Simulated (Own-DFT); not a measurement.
## Calculated data, TiO$_{2}$ (rutile, atoms displaced)

A calculation, not a measurement: plane-wave PBE density functional theory by an unreviewed code, no spin, of a simulated periodic cell, stress positive in tension, free energy of the whole cell less one offset for each atom, some atoms lie very close together; oxygen file: force components 24 meV/angstrom off all-electron in one glass; forces on such cells passed a denser k mesh, this cell's mesh not checked; offsets are fitted by least squares, one for each functional and potential file, so energies compare only between cells with the same atoms and settings and are not formation energies; the far tail of each file's local potential was reset to the Coulomb form; each entry is a single point on an unrelaxed cell, so the pressure reflects the starting lattice, mostly measured values (interpolated for alloys), from which strain is counted, and rises with the displacements; printed positions are rounded, which can move forces by about a meV/angstrom; the program, named Own-DFT, is a retired in-house code; no spin-orbit coupling; before rounding, a Quantum ESPRESSO 7.3.1 run of the same cell and cutoff gave forces within 1 meV/angstrom rms on each cell, which checks the program and not the settings. Program: Own-DFT development build.

Settings shared by all entries: functional PBE; potential files PseudoDojo norm-conserving, scalar-relativistic, standard set; wave cutoff 72 hartree; occupations Fermi-Dirac; smearing width 0.1 eV; k mesh 3 x 3 x 3 centred on Gamma.

```yaml
- entry: 1
  formula: TiO2
  kind: "rutile, atoms displaced"
  structure:
    cell_angstrom: [[9.1874, 0.0, 0.0], [0.0, 9.1874, 0.0], [0.0, 0.0, 8.8761]]
    atoms_fractional:
      - [Ti, 0.00037, 0.99838, 0.0026]
      - [Ti, 0.24787, 0.25487, 0.17758]
      - [O, 0.13976, 0.14451, 0.00121]
      - [O, 0.3453, 0.34576, 0.02664]
      - [O, 0.41819, 0.11437, 0.14768]
      - [O, 0.07626, 0.3873, 0.19964]
      - [Ti, 0.97919, 0.00112, 0.35468]
      - [Ti, 0.26938, 0.2577, 0.48152]
      - [O, 0.1526, 0.15939, 0.32782]
      - [O, 0.34584, 0.38371, 0.35671]
      - [O, 0.40191, 0.07151, 0.52397]
      - [O, 0.09462, 0.41079, 0.50761]
      - [Ti, 0.98429, 0.99173, 0.68265]
      - [Ti, 0.23421, 0.21403, 0.82066]
      - [O, 0.14623, 0.1542, 0.67514]
      - [O, 0.32909, 0.34255, 0.67647]
      - [O, 0.42009, 0.08861, 0.83243]
      - [O, 0.1119, 0.38403, 0.82612]
      - [Ti, 0.99552, 0.49727, 0.99931]
      - [Ti, 0.24116, 0.75654, 0.15555]
      - [O, 0.14526, 0.67336, 0.00822]
      - [O, 0.3531, 0.85122, 0.0209]
      - [O, 0.396, 0.57207, 0.14047]
      - [O, 0.08678, 0.91304, 0.15229]
      - [Ti, 0.98929, 0.50651, 0.33233]
      - [Ti, 0.26589, 0.75681, 0.49791]
      - [O, 0.18755, 0.65544, 0.35756]
      - [O, 0.33214, 0.8647, 0.33694]
      - [O, 0.38123, 0.60875, 0.51108]
      - [O, 0.11873, 0.9333, 0.50542]
      - [Ti, 0.00896, 0.49862, 0.67807]
      - [Ti, 0.24391, 0.74526, 0.81935]
      - [O, 0.15338, 0.63742, 0.67693]
      - [O, 0.35971, 0.87339, 0.66721]
      - [O, 0.40647, 0.59286, 0.83943]
      - [O, 0.11206, 0.9012, 0.83385]
      - [Ti, 0.48641, 0.0044, 0.99131]
      - [Ti, 0.75134, 0.24839, 0.17192]
      - [O, 0.67401, 0.15496, 0.99289]
      - [O, 0.86324, 0.3162, 0.00736]
      - [O, 0.90446, 0.10297, 0.16902]
      - [O, 0.60701, 0.41241, 0.19586]
      - [Ti, 0.4967, 0.01972, 0.3256]
      - [Ti, 0.72517, 0.26226, 0.50419]
      - [O, 0.66881, 0.13011, 0.31766]
      - [O, 0.85691, 0.35714, 0.33229]
      - [O, 0.89576, 0.11484, 0.50443]
      - [O, 0.58753, 0.39191, 0.48629]
      - [Ti, 0.47278, 0.00918, 0.68896]
      - [Ti, 0.75729, 0.2515, 0.83552]
      - [O, 0.66259, 0.15393, 0.66579]
      - [O, 0.83622, 0.33186, 0.66386]
      - [O, 0.90166, 0.09409, 0.83545]
      - [O, 0.58611, 0.4124, 0.82783]
      - [Ti, 0.49427, 0.49429, 0.00641]
      - [Ti, 0.74919, 0.76955, 0.13919]
      - [O, 0.67342, 0.6295, 0.00101]
      - [O, 0.85624, 0.83671, 0.99732]
      - [O, 0.88621, 0.58195, 0.17766]
      - [O, 0.62065, 0.89146, 0.18821]
      - [Ti, 0.48504, 0.50465, 0.34657]
      - [Ti, 0.76033, 0.745, 0.51184]
      - [O, 0.64644, 0.68528, 0.31225]
      - [O, 0.83968, 0.84163, 0.33843]
      - [O, 0.90651, 0.60383, 0.49771]
      - [O, 0.58722, 0.88366, 0.499]
      - [Ti, 0.51511, 0.47962, 0.65985]
      - [Ti, 0.73596, 0.73522, 0.84246]
      - [O, 0.63551, 0.65299, 0.67829]
      - [O, 0.83352, 0.84232, 0.63328]
      - [O, 0.87388, 0.59296, 0.84086]
      - [O, 0.59044, 0.87746, 0.84572]
  results:
    "free_energy_of_cell_above_offsets [eV]": "4.935"
    "pressure [GPa]": 17.38
    "stress_xx [GPa]": -14.64
    "stress_yy [GPa]": -16.16
    "stress_zz [GPa]": -21.36
    "stress_yz [GPa]": -2.29
    "stress_xz [GPa]": 0.04
    "stress_xy [GPa]": -1.65
    force_element: [Ti, Ti, O, O, O, O, Ti, Ti, O, O, O, O, Ti, Ti, O, O, O, O, Ti, Ti, O, O, O, O, Ti, Ti, O, O, O, O, Ti, Ti, O, O, O, O, Ti, Ti, O, O, O, O, Ti, Ti, O, O, O, O, Ti, Ti, O, O, O, O, Ti, Ti, O, O, O, O, Ti, Ti, O, O, O, O, Ti, Ti, O, O, O, O]
    "force_x [eV/angstrom]": [-1.009, -1.596, 2.077, -0.087, -0.605, 3.209, -0.367, -3.277, 1.256, -3.361, -2.107, 0.704, 1.004, 1.135, -2.231, 2.323, -6.123, -2.658, -1.151, 0.718, -1.721, 0.385, -2.681, 1.889, 0.134, -0.93, -3.954, 1.578, 4.868, -2.421, -0.405, 2.222, 0.385, -5.573, -1.648, -1.217, 4.02, 0.554, -3.146, 1.637, 0.2, -0.408, 1.486, 4.86, -1.09, -2.604, 1.058, -1.564, 11.76, -0.456, -1.965, 1.84, -0.186, 2.286, 1.398, -0.325, -1.793, 1.899, 1.265, -4.8, 4.956, -7.422, -1.92, 3.276, 0.323, 0.036, -2.608, -1.708, 0.392, 5.764, 4.713, -0.498]
    "force_y [eV/angstrom]": [0.795, 0.597, 1.428, -0.514, -0.072, -0.043, -0.28, -1.411, -0.285, -3.904, 5.724, -1.138, 0.339, 3.595, -2.388, -0.182, 8.565, 2.528, -0.812, 0.795, -2.667, 0.539, 4.127, -2.344, 0.185, 3.496, -1.691, 1.087, -3.387, -0.724, -1.922, -1.033, 2.021, -6.863, 1.363, 0.539, -3.327, 1.026, -1.65, 3.736, -0.938, -1.052, -4.608, -3.917, 1.176, -1.882, -1.939, 1.618, -5.338, 0.054, -0.872, 3.17, -0.384, -2.974, -1.126, -3.79, 0.461, 1.742, 0.979, 4.844, 6.676, -4.36, -4.14, 2.181, -0.924, 1.393, 3.068, 0.701, -1.473, 6.67, -3.072, 2.211]
    "force_z [eV/angstrom]": [1.991, -3.991, 0.259, -1.033, 1.691, -3.75, -0.514, 4.934, 1.991, -2.08, -5.923, 0.938, -2.983, 3.555, -3.383, -1.521, 8.452, 1.343, 2.033, 4.197, -2.344, -1.225, 4.411, 2.435, 1.76, -1.13, -4.003, -1.737, 1.266, 0.597, -2.815, 1.208, 0.501, 1.941, -0.348, -0.845, 3.997, -0.006, 0.588, -1.27, 0.402, -0.662, 2.861, 0.093, 1.963, 1.219, 0.092, 0.321, -10.3, -0.034, 0.189, -0.523, -1.224, -0.024, -1.424, 6.705, 0.074, -3.692, -2.869, -1.39, -4.592, -8.711, 1.735, -0.36, 1.845, -0.851, 3.361, -1.505, -1.208, 8.884, -0.366, 0.802]
- entry: 2
  formula: TiO2
  kind: "rutile, atoms displaced"
  structure:
    cell_angstrom: [[9.1874, 0.0, 0.0], [0.0, 9.1874, 0.0], [0.0, 0.0, 8.8761]]
    atoms_fractional:
      - [Ti, 0.99296, 0.01907, 0.00392]
      - [Ti, 0.27346, 0.24861, 0.19126]
      - [O, 0.15791, 0.12551, 0.99306]
      - [O, 0.36394, 0.37096, 0.99555]
      - [O, 0.40596, 0.11391, 0.16352]
      - [O, 0.07716, 0.38498, 0.16173]
      - [Ti, 0.98523, 0.00623, 0.33569]
      - [Ti, 0.26669, 0.24108, 0.49587]
      - [O, 0.14653, 0.17977, 0.34168]
      - [O, 0.32899, 0.34507, 0.34131]
      - [O, 0.40016, 0.1035, 0.47318]
      - [O, 0.08026, 0.42467, 0.52122]
      - [Ti, 0.01282, 0.99852, 0.65475]
      - [Ti, 0.25402, 0.2464, 0.8562]
      - [O, 0.1586, 0.15843, 0.66973]
      - [O, 0.31364, 0.31623, 0.6761]
      - [O, 0.40627, 0.11924, 0.84601]
      - [O, 0.10954, 0.41364, 0.81609]
      - [Ti, 0.01369, 0.4979, 0.99834]
      - [Ti, 0.253, 0.74296, 0.18086]
      - [O, 0.15782, 0.65829, 0.98845]
      - [O, 0.36136, 0.87379, 0.99603]
      - [O, 0.38325, 0.58414, 0.17834]
      - [O, 0.10248, 0.90168, 0.14558]
      - [Ti, 0.99027, 0.49041, 0.3276]
      - [Ti, 0.23614, 0.74912, 0.49095]
      - [O, 0.13755, 0.6423, 0.32686]
      - [O, 0.34782, 0.85058, 0.37286]
      - [O, 0.37554, 0.59295, 0.49071]
      - [O, 0.08963, 0.90052, 0.50076]
      - [Ti, 0.00422, 0.50838, 0.65818]
      - [Ti, 0.24881, 0.73992, 0.84067]
      - [O, 0.15719, 0.63206, 0.67081]
      - [O, 0.36188, 0.83559, 0.68768]
      - [O, 0.40505, 0.60287, 0.82184]
      - [O, 0.10609, 0.91904, 0.81781]
      - [Ti, 0.48764, 0.01234, 0.9863]
      - [Ti, 0.74531, 0.2333, 0.18118]
      - [O, 0.64581, 0.1759, 0.99416]
      - [O, 0.85513, 0.35181, 0.00685]
      - [O, 0.91535, 0.09033, 0.17401]
      - [O, 0.59989, 0.41007, 0.17256]
      - [Ti, 0.47912, 0.99694, 0.30663]
      - [Ti, 0.75131, 0.22725, 0.50157]
      - [O, 0.67485, 0.16685, 0.31592]
      - [O, 0.84656, 0.33773, 0.32231]
      - [O, 0.90745, 0.09345, 0.49508]
      - [O, 0.58861, 0.41746, 0.49542]
      - [Ti, 0.48993, 0.98548, 0.68225]
      - [Ti, 0.74011, 0.24761, 0.82684]
      - [O, 0.65109, 0.14505, 0.66952]
      - [O, 0.83817, 0.34865, 0.67456]
      - [O, 0.90086, 0.11059, 0.84393]
      - [O, 0.57906, 0.41224, 0.85823]
      - [Ti, 0.51008, 0.4883, 0.98824]
      - [Ti, 0.76056, 0.76901, 0.1711]
      - [O, 0.63969, 0.63433, 0.99276]
      - [O, 0.85888, 0.84246, 0.99254]
      - [O, 0.8851, 0.58963, 0.169]
      - [O, 0.60599, 0.8924, 0.19234]
      - [Ti, 0.4803, 0.49998, 0.33449]
      - [Ti, 0.75958, 0.764, 0.51515]
      - [O, 0.64326, 0.64538, 0.33231]
      - [O, 0.83432, 0.83251, 0.33221]
      - [O, 0.88343, 0.59852, 0.49638]
      - [O, 0.59095, 0.90099, 0.49569]
      - [Ti, 0.48479, 0.49483, 0.69339]
      - [Ti, 0.76453, 0.7653, 0.83594]
      - [O, 0.64428, 0.64088, 0.66365]
      - [O, 0.84416, 0.84594, 0.66962]
      - [O, 0.89701, 0.58123, 0.83386]
      - [O, 0.61041, 0.88244, 0.82415]
  results:
    "free_energy_of_cell_above_offsets [eV]": "5.632"
    "pressure [GPa]": 19.26
    "stress_xx [GPa]": -16.03
    "stress_yy [GPa]": -15.24
    "stress_zz [GPa]": -26.5
    "stress_yz [GPa]": -1.08
    "stress_xz [GPa]": 3.91
    "stress_xy [GPa]": -0.08
    force_element: [Ti, Ti, O, O, O, O, Ti, Ti, O, O, O, O, Ti, Ti, O, O, O, O, Ti, Ti, O, O, O, O, Ti, Ti, O, O, O, O, Ti, Ti, O, O, O, O, Ti, Ti, O, O, O, O, Ti, Ti, O, O, O, O, Ti, Ti, O, O, O, O, Ti, Ti, O, O, O, O, Ti, Ti, O, O, O, O, Ti, Ti, O, O, O, O]
    "force_x [eV/angstrom]": [1.556, -5.501, 1.131, -6.59, 1.325, 2.29, 2.815, -2.244, -1.914, 2.707, 1.526, 3.71, 1.82, -3.43, -3.3, 5.205, 1.774, 0.02, -3.587, -0.749, -0.242, -1.552, -2.029, 0.574, -2.108, -0.019, 1.587, 0.104, -0.457, 0.409, -4.687, -0.746, 1.979, -0.427, -1.957, -0.178, 3.256, 5.267, -1.08, -0.024, -2.387, -0.592, 2.459, -0.518, -8.986, 1.163, -1.49, -0.168, 1.481, 3.377, -0.561, -0.738, -0.507, 7.554, -2.093, -1.971, 2.452, 0.183, 1.576, -2.322, 5.353, -4.498, -0.263, 4.133, 0.726, -0.145, 2.733, -0.605, 0.042, 2.438, -0.559, -3.502]
    "force_y [eV/angstrom]": [-1.552, 2.07, 2.129, -5.391, -1.108, 0.382, -1.957, -0.432, -3.212, 3.715, -0.985, -5.043, 1.734, 2.877, -3.535, 4.524, -1.861, -1.383, -1.921, -0.629, -0.328, -2.489, 2.95, -0.941, -0.041, -4.089, 2.35, 0.756, 0.362, -0.595, 1.648, 1.585, 4.465, 1.529, 1.536, -1.709, -0.597, 9.31, -2.496, -0.306, 1.488, -1.56, -2.604, 4.683, -8.659, 0.623, 0.858, -2.545, -1.622, 1.291, -0.211, -1.132, -0.731, -8.605, 9.409, -6.464, 4.157, 0.982, 0.473, 2.506, 1.356, -4.928, 0.997, 4.044, 0.475, 1.51, 0.068, -6.325, 0.525, 2.375, 2.138, 4.105]
    "force_z [eV/angstrom]": [-3.046, -4.157, 0.935, 1.184, -1.242, 0.601, -1.273, 4.882, -1.344, -0.354, 1.038, -7.034, 5.119, -0.62, -0.741, -0.558, -1.869, 3.102, -1.92, -1.314, 3.061, 0.915, -1.461, 2.456, -0.242, 3.364, -0.209, -3.875, 1.32, -1.53, 4.908, -2.797, 0.491, -1.734, 2.333, -0.005, 1.204, -13.98, 1.133, -1.422, 0.316, 0.483, 4.908, 2.324, 11.52, 2.51, 0.25, 0.902, -3.732, 1.71, -1.067, -1.703, -1.058, -13.07, 14.65, -2.671, 0.266, 1.445, 0.323, -1.42, 1.209, -1.8, -0.404, 2.457, -0.463, 0.846, -7.528, 1.147, 0.181, 0.42, 1.226, 0.506]
- entry: 3
  formula: TiO2
  kind: "rutile, atoms displaced"
  structure:
    cell_angstrom: [[9.1874, 0.0, 0.0], [0.0, 9.1874, 0.0], [0.0, 0.0, 8.8761]]
    atoms_fractional:
      - [Ti, 0.99311, 0.99522, 0.02253]
      - [Ti, 0.24625, 0.22535, 0.1658]
      - [O, 0.1594, 0.15161, 0.99821]
      - [O, 0.36144, 0.35141, 0.01127]
      - [O, 0.41586, 0.09699, 0.15252]
      - [O, 0.09961, 0.40821, 0.15674]
      - [Ti, 0.99318, 0.01195, 0.30711]
      - [Ti, 0.25835, 0.23401, 0.50535]
      - [O, 0.14545, 0.13983, 0.33555]
      - [O, 0.35776, 0.35723, 0.33447]
      - [O, 0.38967, 0.07767, 0.48797]
      - [O, 0.09886, 0.4094, 0.50223]
      - [Ti, 0.00395, 0.00442, 0.68236]
      - [Ti, 0.24504, 0.25085, 0.82576]
      - [O, 0.14839, 0.14878, 0.65931]
      - [O, 0.3654, 0.34248, 0.67529]
      - [O, 0.40392, 0.10354, 0.8375]
      - [O, 0.09907, 0.40685, 0.83368]
      - [Ti, 0.00667, 0.47838, 0.01896]
      - [Ti, 0.25095, 0.74365, 0.15252]
      - [O, 0.14911, 0.65998, 0.98493]
      - [O, 0.34455, 0.84852, 0.96927]
      - [O, 0.40064, 0.60742, 0.16507]
      - [O, 0.0929, 0.90196, 0.18264]
      - [Ti, 0.99199, 0.5081, 0.33091]
      - [Ti, 0.23189, 0.75022, 0.49193]
      - [O, 0.14054, 0.65272, 0.32204]
      - [O, 0.36007, 0.85039, 0.33672]
      - [O, 0.38609, 0.6007, 0.4947]
      - [O, 0.10524, 0.88772, 0.48001]
      - [Ti, 0.98651, 0.49509, 0.66482]
      - [Ti, 0.2488, 0.76225, 0.82149]
      - [O, 0.16262, 0.66097, 0.66437]
      - [O, 0.34781, 0.86205, 0.65646]
      - [O, 0.39563, 0.59705, 0.83247]
      - [O, 0.06686, 0.90411, 0.85392]
      - [Ti, 0.51379, 0.97949, 0.98832]
      - [Ti, 0.7565, 0.23538, 0.16595]
      - [O, 0.65763, 0.15345, 0.01842]
      - [O, 0.83327, 0.34015, 0.00769]
      - [O, 0.90047, 0.06988, 0.18301]
      - [O, 0.60246, 0.40183, 0.15732]
      - [Ti, 0.49387, 0.0029, 0.35741]
      - [Ti, 0.73869, 0.26707, 0.49885]
      - [O, 0.65826, 0.16059, 0.32189]
      - [O, 0.85938, 0.35296, 0.34004]
      - [O, 0.90064, 0.08379, 0.49455]
      - [O, 0.60603, 0.39896, 0.4907]
      - [Ti, 0.49062, 0.0102, 0.6725]
      - [Ti, 0.77259, 0.24769, 0.80783]
      - [O, 0.63719, 0.14287, 0.67064]
      - [O, 0.86655, 0.33855, 0.6754]
      - [O, 0.90016, 0.0888, 0.8179]
      - [O, 0.60985, 0.40883, 0.83724]
      - [Ti, 0.51906, 0.49211, 0.9945]
      - [Ti, 0.74106, 0.74759, 0.17528]
      - [O, 0.64915, 0.66191, 0.01605]
      - [O, 0.84234, 0.84721, 0.99517]
      - [O, 0.89221, 0.59044, 0.18855]
      - [O, 0.58954, 0.8712, 0.15457]
      - [Ti, 0.49028, 0.49599, 0.30517]
      - [Ti, 0.75253, 0.75101, 0.48892]
      - [O, 0.65528, 0.65752, 0.32844]
      - [O, 0.86198, 0.83315, 0.33947]
      - [O, 0.91108, 0.57529, 0.49161]
      - [O, 0.60558, 0.89334, 0.48422]
      - [Ti, 0.50765, 0.51008, 0.66]
      - [Ti, 0.75531, 0.78754, 0.83522]
      - [O, 0.65577, 0.65649, 0.6717]
      - [O, 0.84638, 0.86724, 0.66969]
      - [O, 0.90108, 0.57855, 0.85307]
      - [O, 0.58899, 0.90413, 0.82854]
  results:
    "free_energy_of_cell_above_offsets [eV]": "-2.010"
    "pressure [GPa]": 15.38
    "stress_xx [GPa]": -13.9
    "stress_yy [GPa]": -13.0
    "stress_zz [GPa]": -19.24
    "stress_yz [GPa]": 1.02
    "stress_xz [GPa]": -0.66
    "stress_xy [GPa]": 2.97
    force_element: [Ti, Ti, O, O, O, O, Ti, Ti, O, O, O, O, Ti, Ti, O, O, O, O, Ti, Ti, O, O, O, O, Ti, Ti, O, O, O, O, Ti, Ti, O, O, O, O, Ti, Ti, O, O, O, O, Ti, Ti, O, O, O, O, Ti, Ti, O, O, O, O, Ti, Ti, O, O, O, O, Ti, Ti, O, O, O, O, Ti, Ti, O, O, O, O]
    "force_x [eV/angstrom]": [2.416, 3.678, -1.837, -1.834, -1.76, 3.452, 6.498, -1.775, 2.396, -1.851, -2.095, 1.9, 0.021, 1.526, 1.375, -1.488, 0.043, 1.244, -3.797, -0.305, 0.177, 1.142, -0.029, 1.602, 2.949, 1.372, 1.741, -0.708, 2.953, -1.549, 3.202, -0.449, -2.047, -0.095, 1.149, 2.607, -1.945, -1.392, -0.505, 2.867, -10.42, 0.337, 2.585, 2.323, -1.325, -1.676, -0.012, -1.149, -1.448, -3.871, 2.614, -0.874, -1.829, 0.654, -1.199, 0.767, 0.053, 1.771, -0.244, -0.992, 0.003, -0.033, -1.072, -0.553, -3.666, -0.197, -1.863, -0.036, 0.304, -0.664, -0.579, 1.436]
    "force_y [eV/angstrom]": [-2.138, 1.152, -0.966, -1.174, 0.23, -3.467, -5.949, 4.117, 2.627, -2.678, 3.252, -2.211, -1.881, 2.495, 0.891, -1.602, -0.653, -1.951, 3.723, -0.573, -0.025, 1.539, -0.168, -1.213, -1.772, -0.488, 0.927, -0.154, -1.903, 1.976, 3.21, -2.598, -1.005, 0.104, -0.281, -1.051, 2.552, 2.004, -2.268, 0.462, 7.594, 0.087, -3.675, -2.624, -1.052, -2.579, 0.837, 1.47, -1.337, -0.827, 2.542, -0.537, 2.632, -0.889, 0.967, -0.521, -1.312, 2.048, 0.44, 3.182, 1.024, 0.028, -1.616, 0.387, 3.702, 1.13, 2.409, -4.998, -0.108, -1.887, 1.422, -1.026]
    "force_z [eV/angstrom]": [-5.488, -0.658, 0.079, -0.536, 1.21, 4.284, 19.85, -1.026, -0.074, 0.436, 4.04, 0.904, -5.431, 1.369, 0.484, -1.074, -0.573, 0.259, -6.295, 0.497, 1.954, 3.279, -0.536, -4.064, 0.252, -0.468, -1.333, -1.355, 0.641, 1.452, 1.685, -1.14, 0.403, 0.683, -0.869, -0.382, 5.845, -0.47, -1.847, -1.684, -10.77, 1.594, -7.552, -3.469, 2.866, 0.217, 0.884, 0.575, 0.745, 6.045, -0.548, -2.891, 3.234, -1.612, -1.983, -1.367, -2.097, 2.569, -3.487, 0.029, 2.579, 1.03, 2.16, -0.094, 3.356, 1.215, 0.462, -2.49, -0.501, -0.314, -2.132, -2.554]
- entry: 4
  formula: TiO2
  kind: "rutile, atoms displaced"
  structure:
    cell_angstrom: [[9.1874, 0.0, 0.0], [0.0, 9.1874, 0.0], [0.0, 0.0, 8.8761]]
    atoms_fractional:
      - [Ti, 0.99757, 0.00138, 0.01838]
      - [Ti, 0.24722, 0.25278, 0.17501]
      - [O, 0.15476, 0.13659, 0.00514]
      - [O, 0.36244, 0.34344, 0.01301]
      - [O, 0.41352, 0.08269, 0.17795]
      - [O, 0.07891, 0.4203, 0.14822]
      - [Ti, 0.99654, 0.99158, 0.3348]
      - [Ti, 0.25481, 0.24699, 0.5095]
      - [O, 0.15597, 0.1683, 0.33687]
      - [O, 0.34638, 0.3364, 0.34348]
      - [O, 0.38513, 0.11178, 0.53524]
      - [O, 0.11788, 0.39667, 0.48924]
      - [Ti, 0.97402, 0.96667, 0.66917]
      - [Ti, 0.22837, 0.24552, 0.84152]
      - [O, 0.16893, 0.1341, 0.66807]
      - [O, 0.34102, 0.35868, 0.65412]
      - [O, 0.37667, 0.09372, 0.82559]
      - [O, 0.08549, 0.40359, 0.81205]
      - [Ti, 0.00041, 0.50685, 0.99698]
      - [Ti, 0.25951, 0.75334, 0.15625]
      - [O, 0.16998, 0.64849, 0.01096]
      - [O, 0.35955, 0.84226, 0.01341]
      - [O, 0.41102, 0.6019, 0.15257]
      - [O, 0.11222, 0.91012, 0.20313]
      - [Ti, 0.00391, 0.51785, 0.37085]
      - [Ti, 0.26633, 0.76335, 0.49416]
      - [O, 0.16092, 0.64507, 0.31679]
      - [O, 0.36209, 0.85246, 0.35627]
      - [O, 0.40197, 0.59345, 0.50261]
      - [O, 0.10546, 0.92133, 0.52125]
      - [Ti, 0.00037, 0.51665, 0.68592]
      - [Ti, 0.2574, 0.73195, 0.82468]
      - [O, 0.15669, 0.66327, 0.65845]
      - [O, 0.33666, 0.84561, 0.6908]
      - [O, 0.40344, 0.59368, 0.83824]
      - [O, 0.08761, 0.9104, 0.82965]
      - [Ti, 0.49839, 0.00977, 0.99342]
      - [Ti, 0.75888, 0.25101, 0.16009]
      - [O, 0.66285, 0.15892, 0.98861]
      - [O, 0.85948, 0.37311, 0.00649]
      - [O, 0.90685, 0.09139, 0.1718]
      - [O, 0.58219, 0.39083, 0.17259]
      - [Ti, 0.48868, 0.99606, 0.31765]
      - [Ti, 0.74875, 0.23807, 0.5003]
      - [O, 0.64813, 0.14061, 0.33252]
      - [O, 0.83831, 0.3389, 0.34692]
      - [O, 0.91423, 0.10175, 0.49302]
      - [O, 0.56723, 0.39584, 0.51254]
      - [Ti, 0.49105, 0.98277, 0.65638]
      - [Ti, 0.74094, 0.23852, 0.81475]
      - [O, 0.64054, 0.16129, 0.65489]
      - [O, 0.85343, 0.34927, 0.6642]
      - [O, 0.89794, 0.11226, 0.82145]
      - [O, 0.57373, 0.39474, 0.84266]
      - [Ti, 0.50403, 0.50629, 0.0172]
      - [Ti, 0.75425, 0.74146, 0.16992]
      - [O, 0.64154, 0.66945, 0.00161]
      - [O, 0.85557, 0.84118, 0.00478]
      - [O, 0.91575, 0.60008, 0.15669]
      - [O, 0.6309, 0.90529, 0.17338]
      - [Ti, 0.49651, 0.49109, 0.32017]
      - [Ti, 0.7545, 0.75435, 0.50248]
      - [O, 0.66963, 0.66909, 0.33916]
      - [O, 0.87899, 0.86689, 0.34077]
      - [O, 0.91876, 0.60979, 0.47887]
      - [O, 0.5842, 0.91546, 0.48934]
      - [Ti, 0.48629, 0.49189, 0.65939]
      - [Ti, 0.74689, 0.73845, 0.8534]
      - [O, 0.63247, 0.63817, 0.66661]
      - [O, 0.83272, 0.89326, 0.66204]
      - [O, 0.90558, 0.5966, 0.84515]
      - [O, 0.59179, 0.88133, 0.83242]
  results:
    "free_energy_of_cell_above_offsets [eV]": "3.106"
    "pressure [GPa]": 17.98
    "stress_xx [GPa]": -19.17
    "stress_yy [GPa]": -15.82
    "stress_zz [GPa]": -18.93
    "stress_yz [GPa]": 0.78
    "stress_xz [GPa]": 3.23
    "stress_xy [GPa]": -2.41
    force_element: [Ti, Ti, O, O, O, O, Ti, Ti, O, O, O, O, Ti, Ti, O, O, O, O, Ti, Ti, O, O, O, O, Ti, Ti, O, O, O, O, Ti, Ti, O, O, O, O, Ti, Ti, O, O, O, O, Ti, Ti, O, O, O, O, Ti, Ti, O, O, O, O, Ti, Ti, O, O, O, O, Ti, Ti, O, O, O, O, Ti, Ti, O, O, O, O]
    "force_x [eV/angstrom]": [1.525, -1.521, 0.076, -1.962, -3.608, 4.307, 5.437, -3.043, -0.331, 2.532, 4.209, -3.51, 16.54, 1.164, -1.05, -1.361, 3.309, 1.742, 2.125, -2.548, -0.421, 1.209, -0.991, 2.051, 8.582, -3.08, 0.847, -0.685, -1.402, 1.701, 0.024, -1.106, -1.716, 2.255, -1.304, 0.235, -0.009, 0.827, -1.398, -3.83, -1.668, 2.122, 5.939, 1.598, 0.436, 0.359, -1.992, 3.193, -0.288, 0.793, -0.612, -0.767, 0.179, 1.985, 0.186, 1.917, 0.652, -0.245, -3.149, -2.141, -1.703, -2.626, -1.195, -8.199, -7.967, 2.511, 0.11, -1.111, 4.776, -16.31, -2.516, -0.093]
    "force_y [eV/angstrom]": [-0.89, 1.265, 1.123, -0.481, 3.685, -4.111, 7.425, -0.172, -0.987, 2.459, -4.391, 3.222, 11.79, -1.792, 2.937, -0.444, -1.052, -0.688, -0.961, -0.654, 0.873, 2.03, 1.386, -1.475, -9.982, -2.036, 1.27, -0.815, 2.533, -2.969, -2.098, -0.755, -1.643, 1.6, 1.222, -1.689, -0.485, 0.513, -1.366, -3.738, 1.916, -0.187, -0.079, -0.421, 1.227, 1.663, 1.401, -1.212, 2.038, 2.145, -1.647, 1.079, -0.556, 0.021, -4.012, 1.004, -1.177, -0.033, 2.987, 0.56, -1.067, 0.377, -1.509, -8.533, 8.256, -2.352, -0.56, 1.505, 3.549, -11.32, 3.327, 1.953]
    "force_z [eV/angstrom]": [-3.376, 0.435, 0.478, -0.075, -5.411, 2.568, 3.86, 0.703, -1.678, -2.791, -1.304, 0.904, 1.327, -2.697, 2.314, 2.8, 2.273, 1.328, 3.346, 1.12, -0.824, -1.395, 4.032, -4.406, -12.66, 1.746, 1.841, -2.52, -2.113, -2.343, -2.559, 2.412, 0.442, -2.9, 0.744, 2.36, -2.197, 1.065, 1.83, 0.379, -0.901, 0.103, 3.705, -1.73, -0.27, -2.085, 1.233, -3.942, 0.862, -0.11, 1.569, -0.319, 1.75, -0.152, -6.95, -0.657, 1.154, -0.789, 2.061, -0.355, 5.093, 0.592, 1.257, 0.731, 10.45, 2.012, 2.745, -1.625, -0.761, -0.869, -3.323, 0.465]
```
